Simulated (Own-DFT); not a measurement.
# How strain changes the stress of wurtzite GaN, 72 atoms (Ga36N36)

These are calculations, not measurements. They come from Own-DFT, an in-house plane-wave density functional program, since retired, whose code no person has reviewed. Each row is one single-point run on a periodic cell that was not relaxed, without spin or spin-orbit coupling.

Settings of every run: PBE; PseudoDojo norm-conserving scalar-relativistic files (stringent for Ga); cutoff 96 hartree; 4 x 4 x 3 k mesh centred on Gamma; Gaussian smearing of 0.01 eV.

Known limits: forces not confirmed at this smearing and k mesh; stress not checked against mesh or cutoff.

Unstrained cell vectors in Å: (9.567, 0.000, 0.000); (-4.783, 8.285, 0.000); (0.000, 0.000, 10.370). The unstrained cell has measured lattice constants (interpolated for alloys), not those of this functional. That, the random moves and any unrelaxed bonds set the pressure at no strain. Each run strains this cell uniformly, with the atoms carried along. Every atom was also moved at random, by a Gaussian of width 0.05 Å on each axis. Strain is the symmetric tensor, in per cent. Stress is positive in tension, and the pressure is minus a third of its trace.

```
run,e_xx (%),e_yy (%),e_zz (%),e_yz (%),e_xz (%),e_xy (%),s_xx (GPa),s_yy (GPa),s_zz (GPa),s_yz (GPa),s_xz (GPa),s_xy (GPa),P (GPa),E (meV/atom)
1,1.97,-1.44,-0.24,0.62,-1.50,0.64,-0.35,-11.93,-8.62,1.41,-2.83,2.40,6.97,26.2
2,1.11,0.61,1.25,-0.12,-0.38,0.19,-0.88,-2.31,-1.50,-0.54,-0.36,0.11,1.57,0.0
3,-1.14,0.71,-0.33,0.39,0.06,1.75,-9.70,-6.16,-9.54,1.34,-0.05,4.40,8.47,16.5
4,0.62,1.89,-1.17,1.84,1.56,1.69,-2.93,-0.77,-10.84,4.06,3.11,5.38,4.85,23.2
5,-0.85,-1.67,-1.16,-0.43,-0.27,-1.08,-13.11,-16.77,-15.10,-0.77,-0.67,-3.47,14.99,39.7
6,0.59,-1.57,-0.78,1.49,0.98,-0.27,-6.27,-14.38,-13.11,3.50,2.57,-0.88,11.25,46.1
7,1.01,0.83,-0.28,-1.48,1.67,1.09,-0.98,-2.86,-8.17,-2.35,3.11,1.86,4.00,10.5
8,-1.75,-1.96,-1.79,1.42,0.83,0.10,-19.45,-20.07,-18.65,3.94,1.66,-0.14,19.39,58.7
9,-1.54,-0.75,1.04,0.91,1.70,0.57,-14.78,-11.35,-4.51,3.13,4.00,1.59,10.21,28.6
10,-0.68,-1.08,-1.66,1.69,-0.49,-1.42,-12.81,-14.04,-16.13,4.17,-1.08,-4.10,14.33,42.7
11,1.76,-1.08,-0.97,-1.01,1.49,-1.25,-0.19,-12.08,-12.11,-2.66,2.42,-4.25,8.13,27.8
12,-0.68,-0.43,-1.71,-0.41,0.39,-0.84,-11.60,-10.99,-15.57,-0.45,1.03,-1.64,12.72,19.3
13,0.34,1.12,-1.41,-1.49,1.67,1.72,-4.64,-3.19,-14.50,-2.99,3.73,5.26,7.44,25.7
14,0.74,-0.08,-1.58,0.89,1.27,-0.33,-4.85,-8.85,-14.62,2.96,2.99,-1.62,9.44,30.2
15,0.68,-1.28,-1.38,1.28,0.22,1.88,?,?,?,?,?,?,?,?
```

E is the free energy for each atom above the lowest run shown.

## Worked fit

Each stress component was fitted by least squares to a constant and the strains of the runs shown, as fractions, with shears doubled. Shear strains stay in the fit of a normal stress only where such slopes are resolved. The slopes, in GPa:

| stress | at no strain | per e_xx | per e_yy | per e_zz | scatter |
|---|---|---|---|---|---|
| s_xx | -6.9 | 456 ± 19 | 136 ± 19 | 58 ± 23 | 0.78 |
| s_yy | -7.5 | 98 ± 13 | 433 ± 13 | 100 ± 16 | 0.55 |
| s_zz | -8.0 | 53 ± 15 | 75 ± 15 | 446 ± 18 | 0.62 |

Each shear stress against twice its own strain: yz 111 ± 6, xz 103 ± 6, xy 148 ± 13 GPa. These are stiffnesses along x, y and z of the frame in which the cell vectors are given, which need not be the crystal's axes. The atoms are held to the strained lattice; where symmetry lets them move under strain, relaxing them would lower some slopes. The table should be nearly symmetric about its diagonal, and what it lacks of that shows the noise. A ninth of its sum, 206 ± 4 GPa, estimates the bulk modulus near the mean pressure of these runs, 9.6 GPa, so it lies above the value at zero pressure.

## Withheld run

Question: what normal stresses and pressure should run 15 give?

The fit gives s_xx = -6.3, s_yy = -13.8, s_zz = -14.7 and P = 11.6 GPa. The calculation gave -8.04, -12.35, -12.93 and P = 11.10 GPa.
